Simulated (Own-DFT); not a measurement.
# How strain changes the stress of beta-Si3N4, 112 atoms (N64Si48)

Everything here is calculated. The program is Own-DFT (plane waves, in-house, since retired, never reviewed by a person); positions were held fixed, and spin and spin-orbit coupling were off.

All runs used: PBE; PseudoDojo norm-conserving scalar-relativistic files; cutoff 42 hartree; 2 x 2 x 4 k mesh centred on Gamma; Fermi-Dirac smearing of 0.1 eV.

Keep in mind: forces on such cells moved up to 12 meV/angstrom on a denser k mesh; stress not checked against mesh or cutoff.

Unstrained cell vectors in Å: (15.212, 0.000, 0.000); (-7.606, 13.174, 0.000); (0.000, 0.000, 5.818). The unstrained cell has measured lattice constants (interpolated for alloys), not those of this functional. That, the random moves and any unrelaxed bonds set the pressure at no strain. Each run strains this cell uniformly, with the atoms carried along. Random moves of width 0.05 Å per axis were added to every atom. Strains are tensor components in per cent; tension counts as positive stress, and P is minus the mean normal stress.

| run | e_xx (%) | e_yy (%) | e_zz (%) | e_yz (%) | e_xz (%) | e_xy (%) | s_xx (GPa) | s_yy (GPa) | s_zz (GPa) | s_yz (GPa) | s_xz (GPa) | s_xy (GPa) | P (GPa) | E (meV/atom) |
|---|---|---|---|---|---|---|---|---|---|---|---|---|---|---|
| 1 | 0.24 | -0.99 | -1.17 | 1.46 | 0.79 | 1.31 | -8.75 | -11.33 | -19.73 | 3.53 | 3.14 | 3.59 | 13.27 | 26.1 |
| 2 | -1.66 | -0.39 | -0.59 | -1.87 | -0.94 | -0.98 | -15.49 | -13.86 | -16.20 | -6.45 | -1.38 | -3.72 | 15.18 | 35.3 |
| 3 | -0.17 | -0.38 | 1.71 | -0.52 | -0.22 | 0.07 | -7.18 | -6.96 | 0.44 | -0.51 | -2.51 | 1.12 | 4.57 | 6.5 |
| 4 | 0.34 | -1.67 | -1.54 | 0.69 | -0.06 | -0.16 | -11.55 | -15.80 | -20.56 | 3.17 | 1.12 | -1.40 | 15.97 | 34.0 |
| 5 | -0.62 | 1.37 | 0.70 | -1.05 | 1.86 | 0.30 | -5.91 | -0.69 | -6.52 | -2.93 | 6.24 | 0.05 | 4.37 | 19.3 |
| 6 | 0.47 | 0.86 | -0.20 | -0.39 | -1.61 | -0.21 | -2.01 | -1.07 | -12.29 | -0.60 | -5.48 | -0.50 | 5.13 | 0.0 |
| 7 | 1.97 | 1.73 | 0.40 | -1.56 | -1.62 | 1.04 | 4.53 | 3.44 | -3.72 | -5.64 | -4.79 | 5.09 | -1.42 | 13.5 |
| 8 | 0.65 | -0.46 | -0.05 | -0.22 | -1.55 | -0.96 | -6.88 | -5.66 | -12.73 | -0.86 | -3.98 | -3.53 | 8.42 | 34.9 |
| 9 | -1.99 | 1.84 | 1.32 | 0.89 | 1.76 | -0.21 | -13.89 | 1.86 | -3.67 | 3.84 | 5.99 | -0.13 | 5.23 | 18.4 |
| 10 | -0.90 | 0.50 | 1.39 | -0.89 | 0.13 | -0.45 | -8.14 | -4.15 | -3.04 | -2.06 | 0.00 | -1.27 | 5.11 | 14.1 |
| 11 | 0.37 | -0.37 | 0.81 | -0.15 | 0.48 | -0.69 | -6.57 | -8.91 | -1.56 | -0.49 | 2.52 | -4.13 | 5.68 | 5.6 |
| 12 | 0.68 | 1.72 | 1.82 | 0.94 | -1.75 | 1.17 | -0.05 | 1.62 | 2.94 | 2.55 | -5.01 | 5.23 | -1.50 | 21.1 |
| 13 | 1.26 | 0.58 | -0.87 | 0.10 | -0.89 | -1.58 | -1.50 | -4.21 | -14.96 | -0.26 | -5.42 | -6.73 | 6.89 | 42.1 |
| 14 | -0.83 | -1.09 | 0.27 | -1.86 | 1.80 | -1.29 | -14.63 | -13.45 | -12.31 | -6.15 | 7.20 | -5.77 | 13.46 | 51.7 |
| 15 | 0.53 | 0.19 | -1.07 | -1.68 | -0.45 | 0.82 | -7.53 | -7.37 | -14.37 | -7.04 | -1.76 | 2.11 | 9.76 | 28.7 |
| 16 | -1.62 | 1.96 | 1.01 | 1.47 | -1.46 | 1.99 | -15.19 | 1.26 | -0.53 | 5.75 | -5.06 | 7.89 | 4.82 | 15.7 |
| 17 | 0.97 | 0.57 | -1.57 | -1.44 | 0.68 | 0.13 | -2.36 | -4.80 | -20.74 | -4.74 | 2.60 | -0.15 | 9.30 | 35.1 |
| 18 | -1.13 | 0.40 | 1.73 | -0.87 | 0.54 | -1.31 | ? | ? | ? | ? | ? | ? | ? | ? |

E is the free energy per atom, counted from the lowest run shown.

## Analysis

Least squares on the runs shown: each stress against a constant and the strains, taken as fractions with shears doubled. Shear strains stay in the fit of a normal stress only where such slopes are resolved. The slopes, in GPa:

| stress | at no strain | per e_xx | per e_yy | per e_zz | scatter |
|---|---|---|---|---|---|
| s_xx | -7.9 | 493 ± 43 | 168 ± 45 | 87 ± 48 | 1.74 |
| s_yy | -7.0 | 121 ± 35 | 466 ± 37 | 92 ± 40 | 1.44 |
| s_zz | -10.6 | 101 ± 49 | 87 ± 51 | 659 ± 54 | 1.97 |

The slope of each shear stress on twice its own strain, from a fit on all six strains: yz 170 ± 10, xz 163 ± 14, xy 189 ± 10 GPa. These are stiffnesses along x, y and z of the frame in which the cell vectors are given, with the crystal's c axis along z: C11, C12, C13 and C33. Hexagonal symmetry asks that xx and yy behave alike, which is a second check on the noise. The atoms are held to the strained lattice; where symmetry lets them move under strain, relaxing them would lower some slopes. Symmetry asks for nearly equal slopes across the diagonal; the mismatch is a measure of noise. A ninth of the table's sum, 253 ± 8 GPa, estimates the bulk modulus near the mean pressure of these runs, 7.3 GPa, so it lies above the value at zero pressure.

## Prediction

Q: what normal stresses and pressure should run 18 give?

The fitted form gives s_xx = -11.2, s_yy = -4.9, s_zz = 0.0 and P = 5.4 GPa. DFT gave -10.64, -4.64, -1.34 and P = 5.54 GPa.
